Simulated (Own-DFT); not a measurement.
# Response to strain: C40 NbSi2, 36 atoms (Nb12Si24)

All numbers below are calculated, not measured. They come from Own-DFT, an in-house plane-wave density functional program, since retired, whose code no person has reviewed. Each row is one single-point run on a periodic cell that was not relaxed, without spin or spin-orbit coupling.

Settings of every run: PBE; PseudoDojo norm-conserving scalar-relativistic files; cutoff 42 hartree; 4 x 4 x 5 k mesh centred on Gamma; cold (Marzari-Vanderbilt) smearing of 0.2 eV.

Known limits: forces on such cells failed a check on a denser k mesh; stress not checked against mesh or cutoff.

Unstrained cell vectors in Å: (0.000, 8.324, 0.000); (-9.613, 0.000, 0.000); (0.000, 0.000, 6.586). The unstrained cell was taken from the Materials Project. The random moves and any unrelaxed bonds add to the pressure at no strain. Each run strains this cell uniformly, with the atoms carried along. Every atom was also moved at random, by a Gaussian of width 0.05 Å on each axis. Strain is the symmetric tensor, in per cent. Stress is positive in tension, and the pressure is minus a third of its trace.

| run | e_xx (%) | e_yy (%) | e_zz (%) | e_yz (%) | e_xz (%) | e_xy (%) | s_xx (GPa) | s_yy (GPa) | s_zz (GPa) | s_yz (GPa) | s_xz (GPa) | s_xy (GPa) | P (GPa) | E (meV/atom) |
|---|---|---|---|---|---|---|---|---|---|---|---|---|---|---|
| 1 | 1.37 | -0.70 | -1.93 | -0.82 | -1.43 | -1.49 | 0.06 | -5.75 | -12.77 | -3.58 | -5.62 | -4.77 | 6.15 | 34.9 |
| 2 | 1.99 | 0.98 | 1.50 | -1.47 | 0.01 | -0.65 | 5.72 | 3.19 | 4.81 | -3.74 | 0.35 | -1.57 | -4.57 | 16.6 |
| 3 | 0.71 | 1.73 | -0.06 | 1.68 | 0.73 | -1.65 | 0.94 | 4.22 | -1.97 | 5.11 | 2.42 | -4.24 | -1.06 | 11.6 |
| 4 | -1.47 | -0.51 | 1.72 | 0.11 | 1.28 | 1.17 | -7.83 | -3.98 | 2.87 | 0.03 | 3.03 | 3.55 | 2.98 | 20.1 |
| 5 | 0.25 | 1.77 | 1.01 | -1.74 | -0.19 | 1.01 | 0.59 | 4.46 | 2.50 | -5.09 | -0.32 | 2.47 | -2.52 | 8.5 |
| 6 | -0.26 | -1.80 | 0.05 | -1.34 | 1.58 | 1.78 | -5.53 | -9.91 | -5.72 | -4.86 | 5.38 | 5.67 | 7.05 | 39.4 |
| 7 | -0.16 | 0.62 | 1.58 | 0.03 | -0.51 | 1.50 | -1.08 | 1.18 | 3.77 | 0.42 | -1.47 | 4.08 | -1.29 | 1.8 |
| 8 | 0.16 | -1.19 | -0.01 | 1.63 | -1.29 | 0.46 | -2.11 | -6.80 | -4.73 | 5.72 | -3.95 | 1.33 | 4.55 | 13.4 |
| 9 | -1.14 | 1.55 | 1.98 | 0.20 | -1.46 | -1.97 | -4.09 | 3.83 | 4.73 | 0.48 | -3.56 | -5.94 | -1.49 | 19.9 |
| 10 | 1.00 | -1.60 | -1.94 | -0.26 | -0.72 | -1.30 | -1.45 | -9.61 | -13.85 | -1.15 | -2.65 | -3.71 | 8.30 | 29.6 |
| 11 | -0.02 | 1.30 | 1.50 | 0.16 | 1.11 | 0.13 | 0.29 | 3.19 | 4.06 | 0.67 | 3.52 | 0.26 | -2.51 | 0.0 |
| 12 | 1.62 | 0.63 | -1.49 | -1.78 | 0.63 | -1.05 | 1.80 | -0.19 | -9.55 | -6.19 | 2.04 | -2.60 | 2.65 | 29.4 |
| 13 | 0.95 | -0.45 | -1.09 | 1.15 | -0.78 | 1.56 | -0.30 | -4.94 | -9.07 | 4.11 | -2.54 | 5.03 | 4.77 | 33.2 |
| 14 | -0.78 | -1.02 | 0.63 | -1.55 | 1.38 | 1.13 | -5.75 | -5.99 | -2.62 | -4.76 | 4.65 | 3.57 | 4.78 | 20.1 |
| 15 | -0.70 | 1.26 | 1.62 | 1.73 | 1.40 | -1.68 | -3.35 | 2.76 | 3.82 | 4.52 | 3.86 | -4.97 | -1.08 | 23.4 |
| 16 | -1.41 | 1.98 | 1.84 | 0.16 | 0.25 | 0.97 | ? | ? | ? | ? | ? | ? | ? | ? |

E is the free energy for each atom above the lowest run shown.

## Worked fit

Each stress component was fitted by least squares to a constant and the strains of the runs shown, as fractions, with shears doubled. Shear strains stay in the fit of a normal stress only where such slopes are resolved. The slopes, in GPa:

```
stress,at no strain,per e_xx,per e_yy,per e_zz,scatter
s_xx,-2.7,353 ± 24,78 ± 18,73 ± 21,0.61
s_yy,-2.6,57 ± 12,371 ± 9,75 ± 11,0.31
s_zz,-4.1,68 ± 15,83 ± 11,464 ± 13,0.37
```

Each shear stress against twice its own strain: yz 161 ± 5, xz 152 ± 8, xy 146 ± 4 GPa. These are stiffnesses along x, y and z of the frame in which the cell vectors are given, which need not be the crystal's axes. The atoms are held to the strained lattice; where symmetry lets them move under strain, relaxing them would lower some slopes. The table should be nearly symmetric about its diagonal, and what it lacks of that shows the noise. A ninth of its sum, 180 ± 7 GPa, estimates the bulk modulus near the mean pressure of these runs, 1.8 GPa, so it lies above the value at zero pressure.

## Withheld run

Question: what normal stresses and pressure should run 16 give?

The fit gives s_xx = -4.8, s_yy = 5.3, s_zz = 5.1 and P = -1.9 GPa. The calculation gave -4.42, 4.79, 4.67 and P = -1.68 GPa.
